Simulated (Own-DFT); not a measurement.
Simulation results for SiC (4H silicon carbide, strained, atoms displaced)

A calculation, not a measurement: plane-wave PBE density functional theory by an unreviewed code, no spin, of a simulated periodic cell, stress positive in tension, free energy of the whole cell less one offset for each atom, forces on such cells passed a denser k mesh, this cell's mesh not checked; offsets are fitted by least squares, one for each functional and potential file, so energies compare only between cells with the same atoms and settings and are not formation energies; the far tail of each file's local potential was reset to the Coulomb form; each entry is a single point on an unrelaxed cell, so the pressure reflects the starting lattice, mostly measured values (interpolated for alloys), from which strain is counted, and rises with the displacements; printed positions are rounded, which can move forces by about a meV/angstrom; the program, named Own-DFT, is a retired in-house code; no spin-orbit coupling. Program: Own-DFT development build.

```yaml
- formula: SiC
  kind: "4H silicon carbide, strained, atoms displaced"
  structure:
    cell_angstrom:
      - [9.275, -0.1009, 0.1684]
      - [-4.7249, 8.0905, -0.2242]
      - [0.1833, -0.176, 10.106]
    atoms_fractional:
      - [Si, 0.00357, 0.00195, 0.41733]
      - [Si, 0.10956, 0.22114, 0.15273]
      - [C, 0.00297, 0.9987, 0.09483]
      - [C, 0.11419, 0.22496, 0.34283]
      - [Si, 0.0175, 0.34391, 0.41085]
      - [Si, 0.10573, 0.5499, 0.16934]
      - [C, 0.99508, 0.32785, 0.1037]
      - [C, 0.12692, 0.56461, 0.34342]
      - [Si, 0.99307, 0.65611, 0.39787]
      - [Si, 0.11438, 0.89508, 0.15225]
      - [C, 0.00242, 0.66404, 0.08566]
      - [C, 0.10582, 0.88631, 0.34852]
      - [Si, 0.32853, 0.00142, 0.40861]
      - [Si, 0.46066, 0.2323, 0.15879]
      - [C, 0.3332, 0.00537, 0.09652]
      - [C, 0.45664, 0.2302, 0.34821]
      - [Si, 0.33155, 0.34723, 0.40816]
      - [Si, 0.45055, 0.55619, 0.15271]
      - [C, 0.32638, 0.33482, 0.09485]
      - [C, 0.42899, 0.54818, 0.35161]
      - [Si, 0.34311, 0.66688, 0.40589]
      - [Si, 0.4357, 0.87831, 0.15858]
      - [C, 0.33339, 0.65152, 0.09185]
      - [C, 0.44268, 0.89042, 0.34207]
      - [Si, 0.66744, 0.99046, 0.40722]
      - [Si, 0.78558, 0.22442, 0.16023]
      - [C, 0.66809, 0.0047, 0.09731]
      - [C, 0.77762, 0.21431, 0.34773]
      - [Si, 0.66953, 0.33685, 0.40001]
      - [Si, 0.76957, 0.54652, 0.15675]
      - [C, 0.66465, 0.32866, 0.09456]
      - [C, 0.77241, 0.54912, 0.34091]
      - [Si, 0.65941, 0.66249, 0.40159]
      - [Si, 0.78643, 0.88387, 0.155]
      - [C, 0.65544, 0.66666, 0.09312]
      - [C, 0.77565, 0.88048, 0.34143]
      - [Si, 0.0007, 0.99144, 0.90151]
      - [Si, 0.89144, 0.77438, 0.65334]
      - [C, 0.00093, 0.00321, 0.58677]
      - [C, 0.87879, 0.77115, 0.85163]
      - [Si, 0.00811, 0.67248, 0.90437]
      - [Si, 0.88668, 0.44336, 0.66258]
      - [C, 0.00646, 0.66756, 0.58837]
      - [C, 0.88631, 0.44082, 0.84177]
      - [Si, 0.99617, 0.32074, 0.90717]
      - [Si, 0.88777, 0.10126, 0.65317]
      - [C, 0.00706, 0.33549, 0.58959]
      - [C, 0.88314, 0.11416, 0.84192]
      - [Si, 0.65869, 0.99106, 0.90293]
      - [Si, 0.54671, 0.77315, 0.66007]
      - [C, 0.66825, 0.99408, 0.5913]
      - [C, 0.55753, 0.78734, 0.84439]
      - [Si, 0.67358, 0.67225, 0.90378]
      - [Si, 0.55967, 0.43685, 0.65835]
      - [C, 0.66527, 0.67116, 0.60323]
      - [C, 0.55815, 0.43944, 0.84434]
      - [Si, 0.67027, 0.34317, 0.90449]
      - [Si, 0.55576, 0.10844, 0.64698]
      - [C, 0.66965, 0.3318, 0.58228]
      - [C, 0.55815, 0.12118, 0.8375]
      - [Si, 0.32983, 0.99703, 0.9021]
      - [Si, 0.21892, 0.77902, 0.66129]
      - [C, 0.32819, 0.9969, 0.58917]
      - [C, 0.22495, 0.78064, 0.84067]
      - [Si, 0.33747, 0.66138, 0.90588]
      - [Si, 0.22109, 0.43817, 0.65449]
      - [C, 0.33448, 0.66743, 0.59611]
      - [C, 0.2239, 0.44602, 0.83979]
      - [Si, 0.33402, 0.33943, 0.90887]
      - [Si, 0.2289, 0.11271, 0.65729]
      - [C, 0.33112, 0.33146, 0.59587]
      - [C, 0.2241, 0.11607, 0.84926]
  settings:
    functional: PBE
    potential_files: "PseudoDojo norm-conserving, scalar-relativistic, standard set"
    "wave_cutoff [hartree]": 42.0
    occupations: Fermi-Dirac
    "smearing_width [eV]": 0.1
    hardware: "one NVIDIA H100"
    k_mesh: "4 x 4 x 3 centred on Gamma"
  results:
    "pressure [GPa]": null
```

To be estimated
1. Give the missing pressure for SiC (4H silicon carbide, strained, atoms displaced).

Answers
1. 3.32 GPa

Further results for SiC (4H silicon carbide, strained, atoms displaced):

* free energy of cell above offsets: -5.212 eV
* stress xx: -3.28 GPa
* stress yy: -2.65 GPa
* stress zz: -4.04 GPa
* stress yz: -5.82 GPa
* stress xz: 6.49 GPa
* stress xy: -5.76 GPa
* wall time: 341.6 s

Force:
```tsv
element	x (eV/Å)	y (eV/Å)	z (eV/Å)
Si	-0.583	-0.149	-4.754
Si	-0.301	-0.189	1.486
C	0.056	0.059	-1.264
C	0.263	-0.829	0.264
Si	-2.116	-1.389	-1.473
Si	0.994	0.607	-3.932
C	1.523	1.082	-2.189
C	-1.617	-1.235	1.636
Si	0.721	2.054	1.297
Si	-0.011	-1.087	1.344
C	-0.459	0.06	2.323
C	0.277	-0.178	-1.129
Si	0.759	0.052	-1.456
Si	-3.407	-2.325	0.636
C	1.264	-0.474	-0.858
C	-2.747	-0.845	-0.765
Si	2.004	-4.162	0.596
Si	-3.044	-1.489	1.456
C	2.332	0.17	-0.271
C	3.447	1.972	-2.766
Si	-2.854	2.727	1.331
Si	0.674	1.36	-0.977
C	-1.649	1.381	0.419
C	0.543	-0.745	1.202
Si	-0.941	1.129	-1.075
Si	-2.168	-1.874	0.769
C	0.389	-1.6	-0.975
C	0.554	1.531	-0.049
Si	1.601	-1.405	0.864
Si	0.598	1.606	-1.29
C	2.05	1.391	-1.21
C	-0.059	0.816	-0.069
Si	0.485	0.253	1.772
Si	-2.577	1.162	0.384
C	3.748	0.17	-0.755
C	0.605	0.263	0.525
Si	-1.474	1.855	1.159
Si	-0.783	0.384	0.026
C	1.403	-1.13	4.341
C	4	1.495	-2.432
Si	-0.878	-1.728	-0.02
Si	0.852	-0.149	-2.488
C	-1.263	-0.974	0.748
C	1.175	0.989	1.245
Si	-0.691	2.85	0.644
Si	-1.13	2.04	0.318
C	-0.99	-0.714	1.675
C	1.689	-2.684	-0.452
Si	-0.624	4.318	1.905
Si	1.026	1.042	-0.548
C	-0.656	-0.289	0.366
C	0.799	-3.618	-0.434
Si	-3.508	-2.19	0.881
Si	-1.128	1.063	-0.854
C	0.912	-1.536	-1.585
C	-1.129	1.494	0.208
Si	0.411	-2.001	0.69
Si	0.088	0.491	0.664
C	0.105	0.101	1.826
C	0.195	-1.548	0.333
Si	0.76	2.142	1.186
Si	1.156	-0.154	-2.269
C	0.826	0.046	1.361
C	0.468	-0.675	0.966
Si	-1.261	0.682	0.407
Si	-0.302	1.301	0.425
C	-0.794	-0.663	-0.316
C	0.01	-1.031	0.797
Si	0.247	-0.38	-0.214
Si	-1.226	0.24	-0.005
C	1.16	0.074	-0.284
C	0.202	-1.017	-1.318
```
